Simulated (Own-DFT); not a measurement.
# Point defects and the pressure they add: 2H SiC

Calculated, not measured: single-point runs of Own-DFT, a retired in-house plane-wave DFT program that no person has reviewed, on unrelaxed cells, without spin or spin-orbit coupling.

All runs used: PBE; PseudoDojo norm-conserving scalar-relativistic files; cutoff 42 hartree; 4 x 4 x 3 k mesh centred on Gamma; Fermi-Dirac smearing of 0.1 eV.

Known weak points (not all hold for every row): some atoms lie very close together; not probed for a lower state with spin; forces on such cells moved up to 12 meV/angstrom on a denser k mesh; forces on such cells passed a denser k mesh, each cell not checked; stress not checked against mesh or cutoff.

All runs share one cell, with vectors in Å (9.248, 0.000, 0.000); (-4.624, 8.009, 0.000); (0.000, 0.000, 10.068) and a volume of 745.7 Å³. Atoms were moved at random from their sites; u is the rms move along one axis. The defect's site can differ from row to row.

```
cell,formula,u (Å),P (GPa)
no defect,C36Si36,0.0291,3.85
no defect,C36Si36,0.0302,3.80
no defect,C36Si36,0.0633,6.33
one C vacancy,C35Si36,0.0300,3.67
one C vacancy,C35Si36,0.0301,3.71
one C vacancy,C35Si36,0.0304,3.57
one C on a Si site and one Si on a C site,C36Si36,0.0281,7.19
one C on a Si site and one Si on a C site,C36Si36,0.0298,7.34
one C on a Si site and one Si on a C site,C36Si36,0.0530,9.22
one Al on a Si site and one N on a C site,AlC35NSi35,0.0296,?
one Al on a Si site and one N on a C site,AlC35NSi35,0.0311,4.17
one Al on a Si site and one N on a C site,AlC35NSi35,0.0500,5.41
one Al on a Si site and one N on a C site,AlC35NSi35,0.0513,5.51
two N on a C site each,C34N2Si36,0.0310,2.94
two N on a C site each,C34N2Si36,0.0319,3.11
two N on a C site each,C34N2Si36,0.0457,4.09
```

## Working it out

P = P0 + c u² + a shift for each defect gives P0 = 3.02 GPa, c = 855 ± 32 GPa/Å² and a scatter of 0.11 GPa. The shifts, and each times the cell's volume:

- one C on a Si site and one Si on a C site: 3.62 ± 0.09 GPa, 16.9 eV
- one Al on a Si site and one N on a C site: 0.28 ± 0.09 GPa, 1.3 eV
- one C vacancy: -0.14 ± 0.09 GPa, -0.7 eV (not resolved)
- two N on a C site each: -0.80 ± 0.09 GPa, -3.7 eV (-1.9 eV for each of its 2 sites)

A positive shift means that the defect pushes the cell outwards. Shift times volume (160.2 GPa Å³ is 1 eV) depends little on the cell's size, so, taken for each site, it can be compared between cells at like pressure. The atoms around the defects weren't relaxed, which would change these numbers.

## Withheld run

Question: what pressure belongs in the blank (one Al on a Si site and one N on a C site, u = 0.0296 Å)?

The fitted form gives 4.04 ± 0.13 GPa. DFT gave 3.98 GPa.
